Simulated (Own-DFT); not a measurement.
# Stretching a layer in its plane: wurtzite AlGaN with randomly placed atoms, 72 atoms (Al27Ga9N36)

No measurement is shown. These are fixed-geometry runs of a retired plane-wave code named Own-DFT, which no person has reviewed; spin and spin-orbit coupling are neglected.

Common settings: PBE; PseudoDojo norm-conserving scalar-relativistic files; cutoff 42 hartree; 4 x 4 x 3 k mesh centred on Gamma; Fermi-Dirac smearing of 0.1 eV.

Limits: forces on such cells passed a denser k mesh, each cell not checked; stress not checked against mesh or cutoff.

Unstrained cell vectors in Å: (9.394, 0.000, 0.000); (-4.697, 8.135, 0.000); (0.000, 0.000, 10.066). The unstrained cell has measured lattice constants (interpolated for alloys), not those of this functional. That, the random moves and any unrelaxed bonds set the pressure at no strain. Each run strains x and y alike by e, as a substrate would, and holds the height along z. Each atom got a random Gaussian move of width 0.05 Å along each axis. The random placing of the alloy's atoms differs from row to row. Stress is positive in tension.

```
e (%)  u (Å)  (s_xx + s_yy)/2 (GPa)  s_zz (GPa)
-2.50  0.052                 -23.93       -9.46
-2.00  0.049                 -19.00       -9.41
-1.75  0.046                 -16.85       -9.79
-1.50  0.047                 -17.03       -7.64
-1.25  0.047                 -13.05       -8.67
-0.50  0.047                  -8.71       -7.98
-0.25  0.051                  -8.80       -8.16
 0.25  0.051                  -4.98       -6.99
 1.75  0.049                      ?           ?
 2.50  0.050                   6.24       -3.96
```

## Fit

With e as a fraction, the in-plane stress is -6.2 + 587 e - 3708 e² GPa (errors 22 and 1359, scatter 0.95), and s_zz is -7.1 + 111 e GPa (slope ± 15, scatter 0.64). At e = 0 the first slope is C11 + C12 and the second 2 C13, both with the ions held to the strained lattice and at the cell's own pressure. A free layer would change its height as e changes, and the in-plane slope would drop by 2 C13²/C33 to the biaxial modulus. At fixed height, a misfit of 1 % moves the in-plane stress by about 5.9 GPa and s_zz by 1.1 GPa.

## The run left out

The question: what are the two stresses at e = 1.75 %?

From the fit: 2.9 and -5.2 GPa. The run itself gave 2.59 and -4.70 GPa.
